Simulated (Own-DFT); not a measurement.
# Response to strain: diamond-structure GeSn with randomly placed atoms, 64 atoms (Ge56Sn8)

These are calculations, not measurements. The program, named Own-DFT, is a retired in-house plane-wave density functional code that no person has reviewed. Each row is one single-point run on a periodic cell that was not relaxed, without spin or spin-orbit coupling.

Settings of every run: PBE; PseudoDojo norm-conserving scalar-relativistic files; cutoff 49 hartree; 3 x 3 x 3 k mesh centred on Gamma; Fermi-Dirac smearing of 0.1 eV.

Known limits: forces on such cells moved up to 12 meV/angstrom on a denser k mesh; stress not checked against mesh or cutoff.

Unstrained cell vectors in Å: (11.524, 0.000, 0.000); (0.000, 11.524, 0.000); (0.000, 0.000, 11.524). The unstrained cell has measured lattice constants (interpolated for alloys), not those of this functional. That, the random moves and any unrelaxed bonds set the pressure at no strain. Each run strains this cell uniformly, with the atoms carried along. Every atom was also moved at random, by a Gaussian of width 0.05 Å on each axis. The random placing of the alloy's atoms differs from row to row. Strain is the symmetric tensor, in per cent. Stress is positive in tension, and the pressure is minus a third of its trace.

| run | e_xx (%) | e_yy (%) | e_zz (%) | s_xx (GPa) | s_yy (GPa) | s_zz (GPa) | P (GPa) | E (meV/atom) |
|---|---|---|---|---|---|---|---|---|
| 1 | -1.75 | -1.75 | 0.00 | -8.47 | -8.75 | -7.74 | 8.32 | 79.5 |
| 2 | 2.50 | 2.50 | 0.00 | -1.25 | -1.32 | -2.64 | 1.74 | 0.0 |
| 3 | 1.50 | 1.50 | 0.00 | -3.09 | -3.08 | -3.87 | 3.34 | 31.7 |
| 4 | -2.00 | -2.00 | 0.00 | -9.02 | -9.14 | -7.82 | 8.66 | 82.4 |
| 5 | -0.75 | -0.75 | 0.00 | -6.55 | -6.62 | -6.41 | 6.53 | 54.8 |
| 6 | 0.25 | 0.25 | 0.00 | -4.70 | -4.68 | -4.92 | 4.77 | 22.1 |
| 7 | -1.50 | -1.50 | 0.00 | -7.77 | -7.81 | -6.86 | 7.48 | 46.1 |
| 8 | 2.00 | 2.00 | 0.00 | -2.10 | -2.23 | -3.29 | 2.54 | 17.8 |
| 9 | 1.25 | 1.25 | 0.00 | ? | ? | ? | ? | ? |

E is the free energy for each atom above the lowest run shown.

## Worked fit

The change of volume is close to e_xx + e_yy + e_zz. A straight line through the runs shown gives P = 5.49 - 75 x (fractional change of volume) GPa, with an error of 2 on the slope and a scatter of 0.22 GPa. The strain isn't the same on all axes, but the crystal is cubic, so the slope still estimates the bulk modulus, averaged over pressures from 1.7 to 8.7 GPa.

## Withheld run

Question: what pressure should run 9 give? Its volume changes by 2.52 %.

The line gives 3.6 GPa. The calculation gave 3.56 GPa.
